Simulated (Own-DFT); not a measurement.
# How strain changes the stress of zincblende GaAs, 64 atoms (As32Ga32)

All numbers below are calculated, not measured. They come from Own-DFT, an in-house plane-wave density functional program, since retired, whose code no person has reviewed. Each row is one single-point run on a periodic cell that was not relaxed, without spin or spin-orbit coupling.

Settings of every run: PBE; PseudoDojo norm-conserving scalar-relativistic files; cutoff 42 hartree; 3 x 3 x 3 k mesh centred on Gamma; Fermi-Dirac smearing of 0.1 eV.

Known limits: forces not confirmed at this smearing and k mesh; stress not checked against mesh or cutoff.

Unstrained cell vectors in Å: (11.307, 0.000, 0.000); (0.000, 11.307, 0.000); (0.000, 0.000, 11.307). The unstrained cell has measured lattice constants (interpolated for alloys), not those of this functional. That, the random moves and any unrelaxed bonds set the pressure at no strain. Each run strains this cell uniformly, with the atoms carried along. Every atom was also moved at random, by a Gaussian of width 0.05 Å on each axis. Strain is the symmetric tensor, in per cent. Stress is positive in tension, and the pressure is minus a third of its trace.

```
run  e_xx (%)  e_yy (%)  e_zz (%)  e_yz (%)  e_xz (%)  e_xy (%)  s_xx (GPa)  s_yy (GPa)  s_zz (GPa)  s_yz (GPa)  s_xz (GPa)  s_xy (GPa)  P (GPa)  E (meV/atom)
  1     -1.98     -1.10      0.39     -0.03     -0.59     -0.57       -6.82       -6.40       -5.51       -0.12       -1.25       -0.68     6.24          37.6
  2     -1.00      0.58      1.50     -1.49     -0.49     -1.16       -4.02       -3.07       -2.45       -2.01       -0.45       -1.56     3.18          17.2
  3     -0.28     -1.13     -0.78     -0.61      0.99      1.15       -5.83       -6.34       -6.15       -1.36        2.29        2.43     6.11          50.7
  4      1.05     -1.84     -1.07      0.17     -1.24      1.76       -4.77       -6.41       -5.90        0.50       -1.73        3.49     5.69          38.1
  5      1.20     -0.71     -0.32      0.27      0.26     -0.57       -3.10       -4.17       -4.03        0.04        0.34       -0.74     3.77          11.1
  6      1.28      0.39     -0.87     -0.93     -1.10     -1.30       -2.90       -3.37       -4.09       -1.92       -1.78       -1.44     3.45          18.0
  7     -1.21      1.82     -0.98      0.80     -0.71     -0.24       -4.99       -3.04       -4.90        1.40       -0.90       -0.62     4.31          24.4
  8      1.01     -1.29      1.88     -1.85     -0.49     -1.61       -2.87       -4.08       -2.35       -3.24       -0.89       -2.77     3.10          22.9
  9      0.05      1.88     -0.27      1.09      1.90     -0.51       -3.26       -2.07       -3.49        1.64        2.67       -0.78     2.94          20.3
 10      0.68     -0.27      1.31     -1.61      0.97      0.59       -2.65       -3.25       -2.32       -2.23        1.75        0.84     2.74          10.9
 11      1.51      0.74      1.14     -0.89      0.47     -0.61       -1.21       -1.73       -1.46       -0.85        0.27       -0.81     1.47           0.0
 12     -1.34     -0.72     -0.76     -1.78      1.68      1.28       -6.88       -6.55       -6.56       -3.69        2.90        1.56     6.67          55.7
 13      0.18     -0.28     -1.48     -1.68     -0.34      1.13       -5.25       -5.32       -6.10       -3.02       -0.73        1.74     5.56          42.8
 14      0.92     -1.66      0.26     -0.52     -1.11      1.58       -3.98       -5.36       -4.23       -1.44       -1.93        2.49     4.52          26.2
 15      0.51      1.30     -0.98     -0.03      0.40     -1.24           ?           ?           ?           ?           ?           ?        ?             ?
```

E is the free energy for each atom above the lowest run shown.

## Worked fit

Each stress component was fitted by least squares to a constant and the strains of the runs shown, as fractions, with shears doubled. Shear strains stay in the fit of a normal stress only where such slopes are resolved. The slopes, in GPa:

```
stress  at no strain  per e_xx  per e_yy  per e_zz  scatter
  s_xx          -4.2   119 ± 4    64 ± 4    63 ± 4     0.17
  s_yy          -4.1    63 ± 4   124 ± 4    60 ± 4     0.16
  s_zz          -4.2    62 ± 4    62 ± 4   120 ± 4     0.17
```

Each shear stress against twice its own strain: yz 84 ± 6, xz 80 ± 6, xy 75 ± 7 GPa. These are stiffnesses along x, y and z of the frame in which the cell vectors are given, which need not be the crystal's axes. The atoms are held to the strained lattice; where symmetry lets them move under strain, relaxing them would lower some slopes. The table should be nearly symmetric about its diagonal, and what it lacks of that shows the noise. A ninth of its sum, 82 ± 2 GPa, estimates the bulk modulus near the mean pressure of these runs, 4.3 GPa, so it lies above the value at zero pressure.

## Withheld run

Question: what normal stresses and pressure should run 15 give?

The fit gives s_xx = -3.4, s_yy = -2.8, s_zz = -4.2 and P = 3.5 GPa. The calculation gave -3.33, -2.84, -4.09 and P = 3.42 GPa.
